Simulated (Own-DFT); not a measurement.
## Calculated data, Si3N4 (beta silicon nitride, strained, atoms displaced)

A calculation, not a measurement: plane-wave PBE density functional theory by an unreviewed code, no spin, of a simulated periodic cell, stress positive in tension, free energy of the whole cell less one offset for each atom, forces on such cells moved up to 12 meV/angstrom on a denser k mesh; offsets are fitted by least squares, one for each functional and potential file, so energies compare only between cells with the same atoms and settings and are not formation energies; the far tail of each file's local potential was reset to the Coulomb form; each entry is a single point on an unrelaxed cell, so the pressure reflects the starting lattice, mostly measured values (interpolated for alloys), from which strain is counted, and rises with the displacements; printed positions are rounded, which can move forces by about a meV/angstrom; the program, named Own-DFT, is a retired in-house code; no spin-orbit coupling; before rounding, a Quantum ESPRESSO 7.3.1 run of the same cell and cutoff gave forces within 1 meV/angstrom rms on each cell, which checks the program and not the settings. Program: Own-DFT development build.

```json
{"formula": "Si3N4", "kind": "beta silicon nitride, strained, atoms displaced", "structure": {"cell_angstrom": [[15.4182, -0.1123, -0.1366], [-7.8063, 13.1564, -0.0914], [-0.0522, -0.0705, 5.8129]], "atoms_fractional": [["Si", 0.08859, 0.38894, 0.1237], ["Si", 0.11943, 0.1993, 0.12416], ["Si", 0.29858, 0.40656, 0.12867], ["Si", 0.41186, 0.11552, 0.36148], ["Si", 0.38886, 0.30774, 0.37884], ["Si", 0.20145, 0.08988, 0.3691], ["N", 0.16333, 0.02032, 0.11839], ["N", 0.48718, 0.15535, 0.12169], ["N", 0.34749, 0.32749, 0.12355], ["N", 0.34068, 0.49224, 0.38133], ["N", 0.01696, 0.35021, 0.38245], ["N", 0.14924, 0.16376, 0.3852], ["N", 0.16249, 0.3369, 0.1304], ["N", 0.32857, 0.16539, 0.37382], ["Si", 0.08435, 0.38644, 0.61273], ["Si", 0.11407, 0.2015, 0.60947], ["Si", 0.29898, 0.42029, 0.61609], ["Si", 0.41464, 0.11462, 0.88345], ["Si", 0.3928, 0.29715, 0.86962], ["Si", 0.19693, 0.09042, 0.87682], ["N", 0.16793, 0.01322, 0.62366], ["N", 0.48508, 0.15065, 0.63993], ["N", 0.35478, 0.33738, 0.62652], ["N", 0.3318, 0.47879, 0.86328], ["N", 0.01422, 0.34349, 0.86734], ["N", 0.15329, 0.16632, 0.87398], ["N", 0.16555, 0.33194, 0.61987], ["N", 0.33139, 0.16826, 0.86491], ["Si", 0.08259, 0.87687, 0.12094], ["Si", 0.1087, 0.69765, 0.13327], ["Si", 0.29838, 0.90883, 0.13169], ["Si", 0.41326, 0.61338, 0.36462], ["Si", 0.38737, 0.79797, 0.3812], ["Si", 0.20735, 0.5886, 0.38819], ["N", 0.16492, 0.51428, 0.11415], ["N", 0.48956, 0.64843, 0.13285], ["N", 0.35134, 0.84063, 0.12222], ["N", 0.32874, 0.9773, 0.3633], ["N", 0.01893, 0.84645, 0.38381], ["N", 0.14989, 0.66635, 0.36615], ["N", 0.171, 0.83401, 0.13191], ["N", 0.33803, 0.67181, 0.39255], ["Si", 0.09015, 0.88486, 0.63073], ["Si", 0.11061, 0.696, 0.62055], ["Si", 0.29273, 0.91246, 0.62506], ["Si", 0.41305, 0.61111, 0.85358], ["Si", 0.3792, 0.79343, 0.88132], ["Si", 0.20379, 0.58938, 0.88584], ["N", 0.16724, 0.52036, 0.63727], ["N", 0.48044, 0.64706, 0.6233], ["N", 0.35125, 0.8264, 0.62379], ["N", 0.33302, 0.98749, 0.88323], ["N", 0.0151, 0.84465, 0.87792], ["N", 0.15459, 0.6759, 0.88593], ["N", 0.16804, 0.83262, 0.62796], ["N", 0.3343, 0.67269, 0.89392], ["Si", 0.58845, 0.38602, 0.12181], ["Si", 0.61545, 0.20194, 0.1309], ["Si", 0.79928, 0.41451, 0.13184], ["Si", 0.9172, 0.11327, 0.35573], ["Si", 0.88639, 0.29523, 0.38682], ["Si", 0.69946, 0.08528, 0.36982], ["N", 0.67427, 0.01837, 0.12496], ["N", 0.98378, 0.14729, 0.12731], ["N", 0.84954, 0.33506, 0.13069], ["N", 0.83408, 0.48085, 0.37238], ["N", 0.51954, 0.34962, 0.38575], ["N", 0.6523, 0.16694, 0.38333], ["N", 0.66529, 0.33346, 0.11591], ["N", 0.83498, 0.16558, 0.3657], ["Si", 0.58774, 0.38944, 0.62404], ["Si", 0.6156, 0.20441, 0.62265], ["Si", 0.79828, 0.41558, 0.64333], ["Si", 0.90845, 0.11289, 0.86401], ["Si", 0.87628, 0.29448, 0.87929], ["Si", 0.702, 0.08423, 0.87744], ["N", 0.66853, 0.01312, 0.62195], ["N", 0.99355, 0.15738, 0.62884], ["N", 0.85671, 0.33958, 0.63732], ["N", 0.82825, 0.48093, 0.87708], ["N", 0.51087, 0.34948, 0.86374], ["N", 0.65023, 0.16389, 0.85861], ["N", 0.67623, 0.33807, 0.62449], ["N", 0.83612, 0.17063, 0.86625], ["Si", 0.59173, 0.88618, 0.11962], ["Si", 0.61682, 0.70107, 0.13065], ["Si", 0.80427, 0.92067, 0.14358], ["Si", 0.91116, 0.61526, 0.36316], ["Si", 0.88633, 0.79599, 0.36703], ["Si", 0.70118, 0.58328, 0.3789], ["N", 0.6679, 0.51799, 0.12604], ["N", 0.98565, 0.65108, 0.13392], ["N", 0.85357, 0.82934, 0.12512], ["N", 0.83568, 0.98368, 0.36599], ["N", 0.51135, 0.84136, 0.37136], ["N", 0.6545, 0.66444, 0.36199], ["N", 0.66557, 0.83155, 0.11305], ["N", 0.83233, 0.66405, 0.38143], ["Si", 0.5842, 0.89072, 0.6221], ["Si", 0.61536, 0.69881, 0.62635], ["Si", 0.8009, 0.9165, 0.61521], ["Si", 0.91186, 0.61815, 0.87754], ["Si", 0.88702, 0.79897, 0.86709], ["Si", 0.6986, 0.5879, 0.87548], ["N", 0.66551, 0.51211, 0.63592], ["N", 0.98552, 0.65188, 0.6233], ["N", 0.85304, 0.83615, 0.63073], ["N", 0.84238, 0.99212, 0.8965], ["N", 0.517, 0.84893, 0.88163], ["N", 0.64784, 0.66083, 0.88126], ["N", 0.66101, 0.82959, 0.62523], ["N", 0.83323, 0.66244, 0.87283]]}, "settings": {"functional": "PBE", "potential_files": "PseudoDojo norm-conserving, scalar-relativistic, standard set", "wave_cutoff [hartree]": 42.0, "occupations": "Fermi-Dirac", "smearing_width [eV]": 0.1, "k_mesh": "2 x 2 x 4 centred on Gamma"}, "results": {"free_energy_of_cell_above_offsets [eV]": "-6.663", "pressure [GPa]": 7.02, "stress_xx [GPa]": -1.35, "stress_yy [GPa]": -9.42, "stress_zz [GPa]": -10.3, "stress_yz [GPa]": -4.47, "stress_xz [GPa]": -2.26, "stress_xy [GPa]": -3.07, "force_element": ["Si", "Si", "Si", "Si", "Si", "Si", "N", "N", "N", "N", "N", "N", "N", "N", "Si", "Si", "Si", "Si", "Si", "Si", "N", "N", "N", "N", "N", "N", "N", "N", "Si", "Si", "Si", "Si", "Si", "Si", "N", "N", "N", "N", "N", "N", "N", "N", "Si", "Si", "Si", "Si", "Si", "Si", "N", "N", "N", "N", "N", "N", "N", "N", "Si", "Si", "Si", "Si", "Si", "Si", "N", "N", "N", "N", "N", "N", "N", "N", "Si", "Si", "Si", "Si", "Si", "Si", "N", "N", "N", "N", "N", "N", "N", "N", "Si", "Si", "Si", "Si", "Si", "Si", "N", "N", "N", "N", "N", "N", "N", "N", "Si", "Si", "Si", "Si", "Si", "Si", "N", "N", "N", "N", "N", "N", "N", "N"], "force_x [eV/angstrom]": [-0.973, -2.78, -2.401, -1.837, 1.443, 1.398, -0.594, 0.615, -0.382, -0.388, -1.989, 0.315, 3.96, 2.558, 3.241, 1.363, 0.093, -3.291, -6.23, 4.735, -1.077, 0.192, -1.689, 0.397, -1.033, -3.192, 0.249, 1.569, 3.167, 2.337, -2.209, -0.79, -1.613, -0.912, 0.125, -1.692, 3.454, 0.735, -1.849, 1.505, -3.092, 0.469, 1.315, 1.382, 2.24, -2.129, 0.976, -0.83, -0.029, 2.985, -3.21, 0.614, -0.698, 1.022, -1.399, 2.237, 0.463, 0.83, -0.561, -2.006, -0.909, 1.679, -0.839, 2.243, 0.133, 0.031, -1.656, -0.011, 0.291, 0.097, 2.863, -0.715, 2.675, 1.59, 3.113, 0.267, -0.094, -4.641, -1.622, 0.841, 5.819, 0.555, -4.563, -0.653, -0.328, -0.708, -0.283, -0.445, 1.252, 0.765, -0.463, -1.987, -2.652, 0.246, 2.237, -0.27, 2.127, -0.035, 1.231, -1.017, -1.402, 1.166, 0.624, 2.863, -0.374, -1.482, -1.07, -0.457, -1.414, -1.044, 1.517, -2.2], "force_y [eV/angstrom]": [-2.971, 1.852, 0.912, -0.415, -3.722, -1.815, -2.831, -0.198, 1.8, -4.667, -0.277, -0.2, -1.709, 1.927, -0.385, 2.739, -5.288, 0.522, -2.559, -1.715, 1.472, 0.038, 1.646, 2.67, 0.788, 1.873, 1.92, -1.07, 2.606, 3.455, 0.328, 4.659, 0.516, 1.056, 1.968, -1.102, -2.218, 4.379, -0.633, -1.884, -1.514, -3.224, -0.582, 2.465, 0.131, 0.846, 3.65, 2.389, -1.247, 1.052, 2.939, -1.827, -0.158, -2.599, -1.519, -5.147, -0.971, 0.989, -2.484, 2.603, 0.758, 2.371, -1.834, 0.918, -0.139, 2.616, -0.151, -0.896, -0.126, -1.144, -3.423, 0.949, -1.497, 5.852, 1.697, 2.691, 2.181, -3.618, 0.657, 4.145, 3.083, -0.783, -2.321, -3.39, -1.824, 1.344, -7.454, -0.763, -0.538, 1.199, -1.696, -0.893, 2.446, 3.568, 2.674, -0.368, 1.471, 0.122, -4.955, 1.089, -2.657, -1.108, -1.872, -0.003, 3.082, -1.352, 1.064, -4.888, 0.364, 0.703, 1.73, 1.659], "force_z [eV/angstrom]": [-1.065, 0.057, -1.202, 2.752, 0.322, 1.418, 0.403, 2.097, -0.444, -2.307, -4.45, -2.8, 0.028, -0.321, 5.447, 3.756, -0.546, -2.391, -0.228, -1.221, -0.049, -2.764, -0.115, 4.072, 0.775, -0.76, -0.472, 0.664, 2.55, -1.589, -3.659, 0.134, -2.039, -1.643, 3.153, -2.102, 0.978, 4.135, -1.774, 2.447, -0.254, -0.95, 0.15, 1.083, 0.332, 4.747, -0.177, -0.126, -1.748, -1.313, 0.938, -0.529, -1.903, -1.29, 0.055, -0.169, 0.301, -1.76, -1.774, 3.936, -0.688, 1.992, -0.554, -2.607, 0.711, 2.72, -3.764, -1.659, 0.398, 0.456, 1.812, 0.779, -4.739, 0.504, 0.661, -1.28, -0.537, -1.035, -1.957, 3.439, 1.451, 3.295, -0.189, 0.121, 1.28, -1.208, -8.383, 2.865, 2.304, 0.635, -0.743, -1.699, -0.907, 6.891, -0.858, 3.571, 0.905, -0.232, 0.897, -0.645, 3.241, -1.092, 1.49, 1.164, -1.618, 0.433, -2.424, -2.64, -1.73, -1.176, -0.464, 0.016]}}
```
